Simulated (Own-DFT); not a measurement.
Al$_{31}$GaO$_{48}$ (corundum with substituted atoms, atoms displaced), Al$_{32}$O$_{47}$ (corundum with one vacancy, atoms displaced), Al$_{16}$O$_{23}$ (corundum with two vacancies, atoms displaced) (calculated)

All values are calculated (Own-DFT development build). A calculation, not a measurement: plane-wave PBE density functional theory by an unreviewed code, no spin, of a simulated periodic cell, stress positive in tension, free energy of the whole cell less one offset for each atom, defect cell not probed for a lower state with spin; oxygen file: force components 24 meV/angstrom off all-electron in one glass; forces on such cells passed a denser k mesh, this cell's mesh not checked; offsets are fitted by least squares, one for each functional and potential file, so energies compare only between cells with the same atoms and settings and are not formation energies; the far tail of each file's local potential was reset to the Coulomb form; each entry is a single point on an unrelaxed cell, so the pressure reflects the starting lattice, mostly measured values, from which strain is counted, and rises with the displacements; printed positions are rounded, which can move forces by about a meV/angstrom; the program is a retired in-house code; no spin-orbit coupling; before rounding, a Quantum ESPRESSO 7.3.1 run of the same cell and cutoff gave forces within 1 meV/angstrom rms on each cell, which checks the program and not the settings.

Common to all runs: functional PBE; potential files PseudoDojo norm-conserving, scalar-relativistic, standard set; wave cutoff 72 hartree; occupations Fermi-Dirac; smearing width 0.1 eV; k mesh 3 x 3 x 3 centred on Gamma.

(1) 
```cif
# cell vector a (Å): 5.4940 0.0000 8.6604
# cell vector b (Å): -2.7470 4.7579 8.6604
# cell vector c (Å): -2.7470 -4.7579 8.6604
data_Al31GaO48
_symmetry_space_group_name_H-M 'P 1'
_symmetry_Int_Tables_number 1
_cell_length_a 10.2561
_cell_length_b 10.2560
_cell_length_c 10.2560
_cell_angle_alpha 55.280
_cell_angle_beta 55.280
_cell_angle_gamma 55.280
_cell_volume 679.15
loop_
_atom_site_label
_atom_site_type_symbol
_atom_site_fract_x
_atom_site_fract_y
_atom_site_fract_z
_atom_site_occupancy
Al1 Al 0.17247 0.17796 0.17556 1
Al2 Al 0.32404 0.32353 0.32248 1
Al3 Al 0.42768 0.42220 0.42031 1
Al4 Al 0.07895 0.07230 0.07381 1
O1 O 0.27724 0.47107 0.12174 1
O2 O 0.47491 0.12684 0.27882 1
O3 O 0.12709 0.27607 0.47078 1
O4 O 0.22045 0.03498 0.36980 1
O5 O 0.02671 0.37869 0.21569 1
O6 O 0.38149 0.22316 0.02938 1
Al5 Al 0.17672 0.17969 0.67714 1
Al6 Al 0.33185 0.32319 0.81710 1
Al7 Al 0.42548 0.42491 0.92944 1
Al8 Al 0.07021 0.07574 0.57993 1
O7 O 0.27840 0.47115 0.62893 1
O8 O 0.46876 0.12076 0.78643 1
O9 O 0.12462 0.27948 0.97521 1
O10 O 0.22568 0.02817 0.86640 1
O11 O 0.02256 0.37553 0.71993 1
O12 O 0.37569 0.22232 0.52508 1
Al9 Al 0.17931 0.67404 0.17409 1
Al10 Al 0.32008 0.82698 0.32556 1
Al11 Al 0.42473 0.92910 0.42605 1
Al12 Al 0.07039 0.56897 0.07858 1
O13 O 0.27925 0.97440 0.12184 1
O14 O 0.47492 0.62386 0.27572 1
O15 O 0.12685 0.77915 0.47046 1
O16 O 0.22639 0.52664 0.37449 1
O17 O 0.02878 0.87411 0.22479 1
O18 O 0.37646 0.71814 0.02513 1
Al13 Al 0.17277 0.67842 0.67670 1
Al14 Al 0.32239 0.82269 0.82391 1
Al15 Al 0.42625 0.92524 0.92438 1
Al16 Al 0.07670 0.57134 0.57675 1
O19 O 0.27330 0.97386 0.62646 1
O20 O 0.47048 0.62223 0.77669 1
O21 O 0.12277 0.78171 0.97227 1
O22 O 0.21927 0.52417 0.87855 1
O23 O 0.02138 0.87222 0.72759 1
O24 O 0.37748 0.72178 0.52596 1
Al17 Al 0.67346 0.17365 0.18194 1
Al18 Al 0.81843 0.33063 0.32167 1
Al19 Al 0.92564 0.42041 0.42898 1
Al20 Al 0.57638 0.06900 0.07819 1
O25 O 0.77654 0.47540 0.12468 1
O26 O 0.96997 0.12451 0.28216 1
O27 O 0.62458 0.27824 0.47209 1
O28 O 0.71706 0.03047 0.37512 1
O29 O 0.52325 0.37081 0.22465 1
O30 O 0.87562 0.22216 0.02779 1
Al21 Al 0.67881 0.17535 0.67185 1
Al22 Al 0.82596 0.32726 0.82244 1
Al23 Al 0.92356 0.42577 0.93223 1
Al24 Al 0.57675 0.07231 0.57169 1
O31 O 0.77428 0.47457 0.62172 1
O32 O 0.96949 0.12573 0.77699 1
O33 O 0.62838 0.27604 0.96867 1
O34 O 0.71970 0.03560 0.87522 1
O35 O 0.53586 0.37698 0.71619 1
O36 O 0.87557 0.22818 0.52428 1
Al25 Al 0.67288 0.67327 0.17674 1
Al26 Al 0.82686 0.81957 0.32269 1
Al27 Al 0.92678 0.92573 0.42460 1
Al28 Al 0.56950 0.57258 0.07570 1
O37 O 0.77579 0.97356 0.12938 1
O38 O 0.96960 0.62484 0.28277 1
O39 O 0.62226 0.77700 0.47805 1
O40 O 0.72707 0.52950 0.37111 1
O41 O 0.52410 0.87574 0.22549 1
O42 O 0.86970 0.71882 0.03078 1
Al29 Al 0.67187 0.67559 0.68219 1
Ga1 Ga 0.82595 0.83353 0.81510 1
Al30 Al 0.92808 0.92251 0.92448 1
Al31 Al 0.57503 0.58078 0.56899 1
O43 O 0.77847 0.97194 0.62817 1
O44 O 0.97301 0.61982 0.77983 1
O45 O 0.62176 0.77907 0.97504 1
O46 O 0.71631 0.52335 0.88292 1
O47 O 0.52616 0.87859 0.71905 1
O48 O 0.88120 0.72083 0.52339 1
_calc_free_energy_of_cell_above_offsets '-56.970'  # eV
_calc_pressure 8.66  # GPa
_calc_stress_xx -8.7  # GPa
_calc_stress_yy -9.02  # GPa
_calc_stress_zz -8.25  # GPa
_calc_stress_yz 0.3  # GPa
_calc_stress_xz 0.01  # GPa
_calc_stress_xy 0.31  # GPa
```

Force:
```tsv
element	x (eV/Å)	y (eV/Å)	z (eV/Å)
Al	0.588	0.542	0.707
Al	-0.261	-0.059	-0.497
Al	-0.745	-0.255	1.094
Al	-0.432	0.331	-0.583
O	-0.833	-0.448	1.017
O	-0.235	-0.584	-0.731
O	-0.245	0.275	0.149
O	-0.278	-1.074	0.301
O	-0.229	-1.104	-0.04
O	-0.675	-0.214	-1.201
Al	0.223	0.209	-1.098
Al	-0.858	-0.635	1.034
Al	1.044	0.143	-0.758
Al	0.613	0.576	-0.247
O	0.547	0.802	-1.062
O	0.842	1.109	-0.08
O	0.357	0.145	-0.644
O	-0.816	-1.091	1.064
O	0.25	0.217	0.952
O	-0.084	-0.48	0.46
Al	-0.744	-0.194	-0.266
Al	0.738	0.23	0.339
Al	-0.062	-0.01	-0.105
Al	0.071	1.025	0.235
O	-0.087	-0.381	-0.331
O	-0.623	-0.381	-0.364
O	-0.42	-0.383	-0.002
O	-0.353	0.217	-0.262
O	0.471	0.44	-0.133
O	-0.311	0.239	0.244
Al	0.945	-0.834	0.201
Al	0.13	0.329	-0.282
Al	0.107	-0.249	0.2
Al	-0.107	0.169	-0.32
O	0.496	-0.11	-0.26
O	-0.66	0.296	0.948
O	0.108	-0.428	-0.265
O	0.049	0.692	0.207
O	1.853	1.47	1.817
O	-0.925	0.134	-0.333
Al	0.886	1.057	-0.642
Al	0.714	-0.482	0.42
Al	-0.172	0.739	0.547
Al	-0.233	0.875	0.177
O	-0.038	-0.416	-0.633
O	-0.086	0.301	-0.129
O	-0.012	-0.128	-0.303
O	0.584	-0.824	0.791
O	0.307	0.95	0.932
O	0.127	-0.356	0.409
Al	-0.918	0.174	1.149
Al	-0.477	-0.579	-1.207
Al	0.402	0.032	-0.278
Al	-0.72	0.008	-0.028
O	0.254	-0.528	1.091
O	0.126	-0.152	0.227
O	-0.276	-0.098	0.728
O	0.245	0.065	0.015
O	-0.436	-0.347	-0.957
O	0.171	-0.893	-0.688
Al	-0.241	0.672	0.618
Al	-0.747	-0.109	0.367
Al	0.083	-0.069	-0.214
Al	0.218	0.036	0.482
O	0.838	-0.098	-0.613
O	1.082	-0.049	-0.519
O	0.149	0.877	0.121
O	-0.581	0.09	-0.469
O	0.45	-0.063	-0.033
O	0.406	-0.22	1.535
Al	0.807	0.387	-0.359
Ga	-1.169	-3.472	-1.116
Al	-1.246	-0.176	0.643
Al	0.296	-0.937	-0.356
O	0.022	3.147	-1.904
O	0.553	0.171	-0.356
O	-0.501	-0.103	-0.793
O	0.303	0.914	0.101
O	0.385	-0.566	0.05
O	-1.002	-0.506	0.09
```

(2) 
```cif
# cell vector a (Å): 5.4940 0.0000 8.6604
# cell vector b (Å): -2.7470 4.7579 8.6604
# cell vector c (Å): -2.7470 -4.7579 8.6604
data_Al32O47
_symmetry_space_group_name_H-M 'P 1'
_symmetry_Int_Tables_number 1
_cell_length_a 10.2561
_cell_length_b 10.2560
_cell_length_c 10.2560
_cell_angle_alpha 55.280
_cell_angle_beta 55.280
_cell_angle_gamma 55.280
_cell_volume 679.15
loop_
_atom_site_label
_atom_site_type_symbol
_atom_site_fract_x
_atom_site_fract_y
_atom_site_fract_z
_atom_site_occupancy
Al1 Al 0.17242 0.18405 0.16975 1
Al2 Al 0.32668 0.32147 0.32347 1
Al3 Al 0.42395 0.42017 0.42868 1
Al4 Al 0.07591 0.06577 0.08029 1
O1 O 0.27870 0.47070 0.12736 1
O2 O 0.47281 0.12683 0.27837 1
O3 O 0.12842 0.27799 0.47019 1
O4 O 0.22414 0.03411 0.37182 1
O5 O 0.03099 0.37369 0.22356 1
O6 O 0.37141 0.21949 0.03614 1
Al5 Al 0.16860 0.18177 0.67680 1
Al6 Al 0.32403 0.31579 0.82578 1
Al7 Al 0.42958 0.42400 0.92927 1
Al8 Al 0.07646 0.07990 0.57058 1
O7 O 0.27475 0.47348 0.62725 1
O8 O 0.46921 0.12716 0.78646 1
O9 O 0.12360 0.27638 0.97689 1
O10 O 0.22037 0.02921 0.87301 1
O11 O 0.02686 0.36801 0.72830 1
O12 O 0.36953 0.22692 0.52630 1
Al9 Al 0.17679 0.68331 0.16741 1
Al10 Al 0.32078 0.82346 0.32417 1
Al11 Al 0.42202 0.92948 0.42970 1
Al12 Al 0.07163 0.57424 0.07318 1
O13 O 0.27551 0.97227 0.12345 1
O14 O 0.46961 0.62610 0.27901 1
O15 O 0.12841 0.77753 0.46582 1
O16 O 0.21945 0.53116 0.37647 1
O17 O 0.03406 0.87425 0.21837 1
O18 O 0.37805 0.72605 0.02200 1
Al13 Al 0.17968 0.67288 0.67954 1
Al14 Al 0.32807 0.82159 0.82058 1
Al15 Al 0.41913 0.92701 0.92584 1
Al16 Al 0.07175 0.56906 0.57633 1
O19 O 0.27714 0.97348 0.63154 1
O20 O 0.47403 0.62541 0.77411 1
O21 O 0.12739 0.76891 0.98054 1
O22 O 0.22235 0.52690 0.87714 1
O23 O 0.02999 0.87379 0.72172 1
O24 O 0.37843 0.72276 0.52299 1
Al17 Al 0.67387 0.18109 0.17138 1
Al18 Al 0.82317 0.32530 0.32169 1
Al19 Al 0.92754 0.43113 0.42631 1
Al20 Al 0.57064 0.07498 0.07271 1
O25 O 0.77893 0.47343 0.12725 1
O26 O 0.96548 0.12224 0.28893 1
O27 O 0.62059 0.27981 0.47276 1
O28 O 0.53038 0.37115 0.22569 1
O29 O 0.87623 0.22519 0.02773 1
Al21 Al 0.68124 0.17070 0.67056 1
Al22 Al 0.82356 0.32652 0.82825 1
Al23 Al 0.92606 0.42472 0.92467 1
Al24 Al 0.57313 0.07636 0.57229 1
O30 O 0.77496 0.47600 0.62497 1
O31 O 0.97233 0.12762 0.77383 1
O32 O 0.62790 0.27635 0.97145 1
O33 O 0.71950 0.02792 0.87672 1
O34 O 0.53017 0.37843 0.71755 1
O35 O 0.88176 0.21579 0.53041 1
Al25 Al 0.67300 0.67840 0.17509 1
Al26 Al 0.82930 0.82661 0.31740 1
Al27 Al 0.92893 0.92359 0.42557 1
Al28 Al 0.57180 0.58420 0.06622 1
O36 O 0.78416 0.97054 0.12231 1
O37 O 0.97300 0.62354 0.27753 1
O38 O 0.62551 0.77896 0.47229 1
O39 O 0.72581 0.52513 0.37643 1
O40 O 0.53120 0.87734 0.21779 1
O41 O 0.87284 0.72244 0.03168 1
Al29 Al 0.66968 0.67994 0.67536 1
Al30 Al 0.82405 0.82372 0.82198 1
Al31 Al 0.92411 0.92387 0.93112 1
Al32 Al 0.57576 0.57124 0.57809 1
O42 O 0.77935 0.97308 0.62497 1
O43 O 0.96831 0.62642 0.77907 1
O44 O 0.62173 0.77608 0.97753 1
O45 O 0.72419 0.52167 0.87435 1
O46 O 0.52595 0.87194 0.73213 1
O47 O 0.87411 0.72785 0.52616 1
_calc_free_energy_of_cell_above_offsets '-56.600'  # eV
_calc_pressure 7.4  # GPa
_calc_stress_xx -7.91  # GPa
_calc_stress_yy -7.36  # GPa
_calc_stress_zz -6.93  # GPa
_calc_stress_yz -0.27  # GPa
_calc_stress_xz 0.38  # GPa
_calc_stress_xy 0.22  # GPa
```

Force:
```tsv
element	x (eV/Å)	y (eV/Å)	z (eV/Å)
Al	-0.04	-1.547	0.635
Al	-0.496	0.56	0.152
Al	-0.465	1.325	0.74
Al	-0.513	1.52	0.166
O	0.446	0.229	0.151
O	0.42	-0.248	-0.332
O	-0.467	0.073	0.152
O	0.106	-0.329	-0.371
O	-0.308	0.283	-0.235
O	0.513	1.097	0.043
Al	1.148	-0.782	-0.305
Al	-0.767	1.212	1.61
Al	-0.393	0.241	-1.047
Al	0.031	-0.819	-0.728
O	0.187	-0.5	-0.279
O	1.41	-0.342	-1.594
O	-0.088	0.403	-0.442
O	-0.338	-0.312	0.383
O	-0.36	1.339	0.816
O	0.204	-0.991	0.488
Al	0.519	-2.004	0.057
Al	0.367	0.263	0.82
Al	0.77	0.119	-0.529
Al	0.184	-0.555	0.216
O	-0.153	-0.214	0.314
O	0.271	-0.177	-0.347
O	-0.722	-0.565	0.182
O	0.365	0.272	-0.603
O	-0.65	-0.407	-0.346
O	-0.561	-0.675	-0.678
Al	0.087	0.625	-0.43
Al	-0.976	-0.119	0.038
Al	0.269	0.214	1.12
Al	0.055	0.733	0.824
O	0.622	0.621	-0.875
O	-0.622	-0.438	0.329
O	0.004	1.792	-0.337
O	0.145	-0.096	-0.051
O	-0.012	-0.093	0.237
O	-0.471	-0.375	0.335
Al	0.363	-1.451	0.614
Al	-0.346	-0.368	0.87
Al	0.016	-0.519	-1.127
Al	0.262	-0.389	0.111
O	0.353	0.562	-0.825
O	0.836	0.912	-0.296
O	0.441	-0.435	0.334
O	-0.316	1.169	0.09
O	0.074	-0.717	-0.229
Al	-0.744	0.25	1.513
Al	0.556	0.119	-1.456
Al	-0.479	-0.51	0.977
Al	0.865	0.166	-0.751
O	0.58	-0.482	0.601
O	-0.537	-0.625	0.275
O	-0.228	-0.011	-0.048
O	0.356	0.15	-0.093
O	-0.105	-1.241	-0.406
O	-0.998	0.769	-0.577
Al	-0.049	-0.763	0.482
Al	-0.873	-0.617	-0.031
Al	-0.625	-0.391	0.059
Al	0.442	-1.867	0.378
O	-0.703	0.145	0.181
O	-0.323	0.45	0.674
O	-0.159	0.434	0.265
O	-0.292	0.243	-0.19
O	-0.41	-0.4	-0.111
O	0.276	0.345	-0.19
Al	1.106	0.271	0.454
Al	-0.3	-0.344	0.678
Al	0.768	0.947	-0.55
Al	0.377	0.976	-0.94
O	-0.201	-0.119	-0.426
O	0.398	-0.238	-0.356
O	0.342	1.022	-0.207
O	-1.01	0.69	0.655
O	0.647	1.103	-0.208
O	-0.08	-0.569	-0.473
```

(3) 
```cif
# cell vector a (Å): 5.4940 0.0000 8.6604
# cell vector b (Å): -2.7470 4.7579 8.6604
# cell vector c (Å): -2.7470 -4.7579 8.6604
data_Al31GaO48
_symmetry_space_group_name_H-M 'P 1'
_symmetry_Int_Tables_number 1
_cell_length_a 10.2561
_cell_length_b 10.2560
_cell_length_c 10.2560
_cell_angle_alpha 55.280
_cell_angle_beta 55.280
_cell_angle_gamma 55.280
_cell_volume 679.15
loop_
_atom_site_label
_atom_site_type_symbol
_atom_site_fract_x
_atom_site_fract_y
_atom_site_fract_z
_atom_site_occupancy
Al1 Al 0.18285 0.17279 0.17620 1
Al2 Al 0.32155 0.32849 0.31697 1
Al3 Al 0.42919 0.43627 0.41006 1
Al4 Al 0.07411 0.07190 0.07495 1
O1 O 0.27860 0.47038 0.12971 1
O2 O 0.47631 0.11179 0.28672 1
O3 O 0.11992 0.27551 0.47648 1
O4 O 0.21477 0.01960 0.38861 1
O5 O 0.02034 0.38364 0.22096 1
O6 O 0.36795 0.23130 0.02909 1
Al5 Al 0.16550 0.17669 0.68248 1
Al6 Al 0.30796 0.32969 0.83483 1
Al7 Al 0.41499 0.42447 0.92975 1
Al8 Al 0.07519 0.06853 0.56892 1
O7 O 0.28175 0.47533 0.62050 1
O8 O 0.47480 0.11291 0.77621 1
O9 O 0.12397 0.28247 0.97627 1
O10 O 0.22679 0.02887 0.87572 1
O11 O 0.02876 0.37717 0.70805 1
O12 O 0.36420 0.21360 0.54967 1
Al9 Al 0.16973 0.67846 0.17239 1
Al10 Al 0.32473 0.82067 0.32456 1
Al11 Al 0.43205 0.92025 0.42180 1
Al12 Al 0.07238 0.56702 0.08149 1
O13 O 0.27220 0.97548 0.12567 1
O14 O 0.48326 0.62681 0.26552 1
O15 O 0.11754 0.77775 0.47695 1
O16 O 0.22330 0.52736 0.37534 1
O17 O 0.02313 0.87018 0.22172 1
O18 O 0.37700 0.72448 0.01926 1
Al13 Al 0.17632 0.68290 0.67117 1
Al14 Al 0.32951 0.81873 0.82741 1
Al15 Al 0.42551 0.92879 0.93327 1
Al16 Al 0.07325 0.57939 0.56438 1
O19 O 0.27205 0.97851 0.62591 1
O20 O 0.47301 0.63706 0.76407 1
O21 O 0.12216 0.77019 0.97318 1
O22 O 0.21434 0.52790 0.88512 1
O23 O 0.02445 0.87586 0.72536 1
O24 O 0.38309 0.71939 0.52870 1
Al17 Al 0.66269 0.18627 0.17212 1
Al18 Al 0.82228 0.32824 0.32286 1
Al19 Al 0.91701 0.42540 0.42340 1
Al20 Al 0.57571 0.07232 0.06928 1
O25 O 0.77862 0.47038 0.13605 1
O26 O 0.97940 0.12694 0.27131 1
O27 O 0.63240 0.28844 0.46634 1
O28 O 0.71190 0.03082 0.37332 1
O29 O 0.51895 0.38463 0.22382 1
O30 O 0.87656 0.21024 0.03560 1
Al21 Al 0.68264 0.16961 0.67652 1
Al22 Al 0.82873 0.32913 0.83225 1
Ga1 Ga 0.92850 0.43270 0.92386 1
Al23 Al 0.57324 0.06921 0.56941 1
O31 O 0.77352 0.47496 0.62959 1
O32 O 0.96326 0.12495 0.78451 1
O33 O 0.62374 0.27912 0.96428 1
O34 O 0.71924 0.01774 0.88813 1
O35 O 0.52273 0.37528 0.72107 1
O36 O 0.88041 0.22111 0.52727 1
Al24 Al 0.67536 0.67810 0.17452 1
Al25 Al 0.82315 0.81192 0.32265 1
Al26 Al 0.92002 0.93897 0.42189 1
Al27 Al 0.57871 0.56663 0.08045 1
O37 O 0.77467 0.97585 0.12697 1
O38 O 0.97567 0.62086 0.26922 1
O39 O 0.63079 0.77718 0.45370 1
O40 O 0.71567 0.53242 0.37952 1
O41 O 0.52530 0.87564 0.21780 1
O42 O 0.87100 0.72317 0.02549 1
Al28 Al 0.66670 0.68872 0.67890 1
Al29 Al 0.82029 0.82198 0.82399 1
Al30 Al 0.92282 0.93093 0.92097 1
Al31 Al 0.55793 0.57257 0.58405 1
O43 O 0.77764 0.95821 0.63658 1
O44 O 0.96647 0.63420 0.77897 1
O45 O 0.62257 0.77723 0.98200 1
O46 O 0.72943 0.51802 0.87772 1
O47 O 0.52864 0.87507 0.71868 1
O48 O 0.88275 0.71986 0.51986 1
_calc_free_energy_of_cell_above_offsets '-52.844'  # eV
_calc_pressure 10.65  # GPa
_calc_stress_xx -11.54  # GPa
_calc_stress_yy -10.89  # GPa
_calc_stress_zz -9.53  # GPa
_calc_stress_yz -0.85  # GPa
_calc_stress_xz 0.34  # GPa
_calc_stress_xy -0.85  # GPa
```

Force:
```tsv
element	x (eV/Å)	y (eV/Å)	z (eV/Å)
Al	-1.695	-0.596	-0.234
Al	-1.248	-3.237	0.385
Al	-1.132	-3.059	0.933
Al	0.182	-0.278	-0.751
O	0.628	1.032	-0.985
O	-1.271	2.618	0.247
O	0.494	1.328	-0.338
O	2.38	1.913	-1.444
O	1.281	-1.715	-0.967
O	0.78	-1.357	-0.316
Al	1.517	-0.205	-0.852
Al	3.089	1.73	-0.639
Al	1.216	1.098	1.582
Al	-1.347	-0.675	2.886
O	-0.757	-0.018	0.159
O	-0.778	1.252	2.499
O	0.344	-0.893	-0.631
O	-0.91	-0.365	-0.435
O	-0.808	-0.188	1.575
O	1.551	2.533	0.2
Al	0.384	0.004	0.533
Al	-0.265	0.158	-0.148
Al	-1.118	-0.531	0.86
Al	-1.153	2.158	0.039
O	0.367	-0.817	0.83
O	-2.259	-0.952	-0.131
O	1.105	1.074	0.789
O	0.353	0.969	-0.42
O	0.009	0.76	1.25
O	0.065	-1.466	0.736
Al	-0.359	-0.893	-0.263
Al	-1.621	1.634	-0.711
Al	0.598	0.015	-1.531
Al	0.205	-1.026	0.367
O	0.992	-1.033	-0.546
O	-0.604	-1.975	-0.401
O	0.512	0.718	0.997
O	0.966	1.09	-0.744
O	0.451	0.384	-0.417
O	-2.378	1.082	-2.268
Al	1.725	-1.578	-0.101
Al	0.706	-0.669	0.662
Al	-0.662	-0.921	2.534
Al	-0.51	-0.723	1.276
O	-0.103	1.298	-1.674
O	-1.049	-0.593	-0.026
O	-0.854	-1.382	-1.889
O	0.471	-0.076	1.468
O	1.434	-0.849	-1.205
O	-0.758	0.884	0.023
Al	-1.198	0.281	-0.377
Al	0.761	0.514	-3.506
Ga	0.078	-0.557	0.596
Al	-1.731	0.065	0.613
O	0.186	0.168	-0.342
O	0.17	0.528	0.678
O	-0.998	-0.519	0.825
O	0.465	2.373	-1.356
O	-0.384	-1.141	-0.063
O	-0.778	-0.368	-1.429
Al	0.542	-0.292	1.106
Al	0.094	1.257	1.214
Al	0.489	-1.08	-1.35
Al	0.047	2.367	-0.212
O	0.581	0.244	-0.979
O	-0.848	-0.799	0.631
O	-0.989	-1.232	0.748
O	0.341	0.036	-0.495
O	-0.978	0.165	0.086
O	0.452	-0.68	0.572
Al	3.335	-0.757	-1.926
Al	-0.519	-1.195	1.638
Al	0.069	-1.456	0.632
Al	3.436	-0.184	2.108
O	0.058	2.785	-0.523
O	1.548	0.256	-0.598
O	0.439	0.807	-1.472
O	-2.601	0.866	0.551
O	-0.273	-0.182	0.437
O	-1.961	0.065	-0.571
```

(4) 
```cif
# cell vector a (Å): 5.4940 0.0000 8.6604
# cell vector b (Å): -2.7470 4.7579 8.6604
# cell vector c (Å): -2.7470 -4.7579 8.6604
data_Al16O23
_symmetry_space_group_name_H-M 'P 1'
_symmetry_Int_Tables_number 1
_cell_length_a 10.2561
_cell_length_b 10.2560
_cell_length_c 10.2560
_cell_angle_alpha 55.280
_cell_angle_beta 55.280
_cell_angle_gamma 55.280
_cell_volume 679.15
loop_
_atom_site_label
_atom_site_type_symbol
_atom_site_fract_x
_atom_site_fract_y
_atom_site_fract_z
_atom_site_occupancy
Al1 Al 0.17530 0.17491 0.18113 1
Al2 Al 0.31653 0.32446 0.32877 1
Al3 Al 0.42575 0.42575 0.42407 1
Al4 Al 0.07094 0.07732 0.07083 1
O1 O 0.28152 0.46731 0.12113 1
O2 O 0.47364 0.12785 0.27224 1
O3 O 0.22121 0.03267 0.37240 1
O4 O 0.02787 0.37043 0.22776 1
O5 O 0.37409 0.22429 0.02979 1
Al5 Al 0.17662 0.17544 0.67114 1
Al6 Al 0.32058 0.32996 0.82019 1
Al7 Al 0.42310 0.42612 0.92741 1
Al8 Al 0.07375 0.06690 0.57700 1
O6 O 0.28123 0.47080 0.61963 1
O7 O 0.47101 0.12331 0.77860 1
O8 O 0.12883 0.27891 0.96879 1
O9 O 0.21983 0.02884 0.87216 1
O10 O 0.03370 0.37565 0.71782 1
O11 O 0.36889 0.22258 0.53133 1
Al9 Al 0.17244 0.67573 0.17381 1
Al10 Al 0.32307 0.82219 0.31746 1
Al11 Al 0.42532 0.92769 0.42024 1
Al12 Al 0.07049 0.57217 0.07922 1
O12 O 0.28184 0.96953 0.12159 1
O13 O 0.47705 0.62685 0.27304 1
O14 O 0.12745 0.77174 0.47552 1
O15 O 0.22576 0.52822 0.37292 1
O16 O 0.02379 0.87806 0.22288 1
O17 O 0.37116 0.72032 0.02134 1
Al13 Al 0.17708 0.66951 0.67783 1
Al14 Al 0.32351 0.82450 0.82303 1
Al15 Al 0.42942 0.92817 0.92508 1
Al16 Al 0.07874 0.57381 0.56765 1
O18 O 0.46687 0.63054 0.77878 1
O19 O 0.13078 0.77187 0.97372 1
O20 O 0.21700 0.53144 0.87920 1
O21 O 0.02421 0.87919 0.72125 1
O22 O 0.37718 0.72206 0.52420 1
Al17 Al 0.67845 0.18068 0.17465 1
Al18 Al 0.82780 0.31875 0.32767 1
Al19 Al 0.92914 0.43068 0.42202 1
Al20 Al 0.57584 0.06877 0.07679 1
O23 O 0.77966 0.46949 0.12186 1
O24 O 0.97092 0.12785 0.27974 1
O25 O 0.62165 0.27818 0.47387 1
O26 O 0.72342 0.02731 0.37256 1
O27 O 0.52845 0.37570 0.22065 1
O28 O 0.87776 0.21700 0.03019 1
Al21 Al 0.67787 0.17518 0.67859 1
Al22 Al 0.81760 0.33351 0.82334 1
Al23 Al 0.93406 0.41742 0.92138 1
Al24 Al 0.57660 0.08256 0.56744 1
O29 O 0.77705 0.47614 0.62281 1
O30 O 0.97777 0.12204 0.76957 1
O31 O 0.62481 0.28117 0.97068 1
O32 O 0.71802 0.02533 0.88039 1
O33 O 0.52017 0.36911 0.73148 1
O34 O 0.87451 0.22121 0.53122 1
Al25 Al 0.67425 0.67718 0.17940 1
Al26 Al 0.81934 0.82427 0.32600 1
Al27 Al 0.92761 0.92432 0.42898 1
Al28 Al 0.58099 0.57336 0.07045 1
O35 O 0.77574 0.97681 0.12433 1
O36 O 0.97340 0.62722 0.27557 1
O37 O 0.62104 0.77234 0.47687 1
O38 O 0.72131 0.52099 0.37796 1
O39 O 0.52766 0.87384 0.22616 1
O40 O 0.87568 0.71329 0.03435 1
Al29 Al 0.67864 0.67189 0.67487 1
Al30 Al 0.82875 0.82158 0.82664 1
Al31 Al 0.92907 0.92164 0.92839 1
Al32 Al 0.57725 0.57479 0.56800 1
O41 O 0.78020 0.96618 0.63360 1
O42 O 0.96990 0.62855 0.77601 1
O43 O 0.61888 0.78042 0.98042 1
O44 O 0.71752 0.53215 0.88113 1
O45 O 0.52819 0.87375 0.72055 1
O46 O 0.87264 0.72637 0.52477 1
_calc_free_energy_of_cell_above_offsets '-53.540'  # eV
_calc_pressure 6.88  # GPa
_calc_stress_xx -6.68  # GPa
_calc_stress_yy -7.68  # GPa
_calc_stress_zz -6.29  # GPa
_calc_stress_yz 0.12  # GPa
_calc_stress_xz 0.43  # GPa
_calc_stress_xy -0.07  # GPa
```

Force:
```tsv
element	x (eV/Å)	y (eV/Å)	z (eV/Å)
Al	0.756	1.009	-0.213
Al	0.198	-0.275	-0.89
Al	0.459	0.632	-0.064
Al	1.239	-0.934	0.305
O	-1.408	-0.554	0.739
O	-0.245	-0.6	0.212
O	0.079	-0.726	-0.446
O	-0.192	0.664	0.133
O	-0.039	-0.563	-0.602
Al	0.131	-0.532	-0.749
Al	0.798	-1.204	0.223
Al	0.442	0.215	0.149
Al	0.338	1.072	1.131
O	-0.629	-0.312	0.52
O	-0.095	0.665	0.398
O	-0.423	-0.426	-0.365
O	-0.314	0.061	0.321
O	-0.848	-0.235	-0.519
O	0.997	0.491	0.561
Al	0.71	0.286	1.022
Al	-0.025	-0.527	0.878
Al	-1.186	-0.66	0.959
Al	1.097	-0.013	-0.101
O	-1.01	0.001	0.133
O	-0.469	-0.916	-0.55
O	-0.148	0.983	-0.094
O	-0.287	0.567	-0.366
O	0.562	-0.108	0.086
O	0.347	-0.769	1.784
Al	-0.191	0.802	0.758
Al	0.27	0.888	0.283
Al	0.226	0.041	-1.411
Al	-0.767	-0.061	-0.047
O	1.375	-0.753	-1.03
O	-1.449	0.571	-1.075
O	0.413	0.381	-0.895
O	0.699	-1.388	-0.413
O	-0.486	-0.441	-0.564
Al	-0.595	-0.327	-1.074
Al	-0.777	0.915	-0.256
Al	0.836	-1.502	0.102
Al	-0.751	0.976	0.427
O	0.333	-0.548	0.573
O	0.723	-0.574	-0.597
O	0.6	0.082	0.364
O	-0.617	-0.051	0.606
O	-0.214	-0.142	0.346
O	-0.178	1.3	-0.171
Al	-0.513	-0.614	-0.331
Al	0.922	-0.859	-0.788
Al	-1.253	0.592	1.18
Al	-0.337	-1.727	-0.992
O	0.15	-0.445	0.031
O	-1.382	-0.136	0.853
O	0.408	0.254	0.175
O	0.594	-0.043	0.279
O	0.815	1.63	0.747
O	-0.025	0.057	-0.163
Al	0.255	-0.22	-0.769
Al	-0.208	0.449	0.509
Al	-0.216	0.108	-0.397
Al	-1.733	-0.234	0.032
O	0.813	-0.498	-0.326
O	-0.483	-0.023	-0.219
O	0.78	1.145	0.365
O	0.14	0.467	0.44
O	0.278	0.224	-0.241
O	-0.22	0.866	0.386
Al	-1.595	0.564	0.573
Al	-0.903	-0.315	-0.653
Al	-0.145	0.441	0.408
Al	-1.304	-0.898	-0.057
O	0.139	1.4	-0.656
O	0.69	-0.697	-0.306
O	1.087	0.453	0.117
O	2.167	0.753	-1.404
O	0.251	0.603	0.599
O	0.541	-0.76	0.087
```
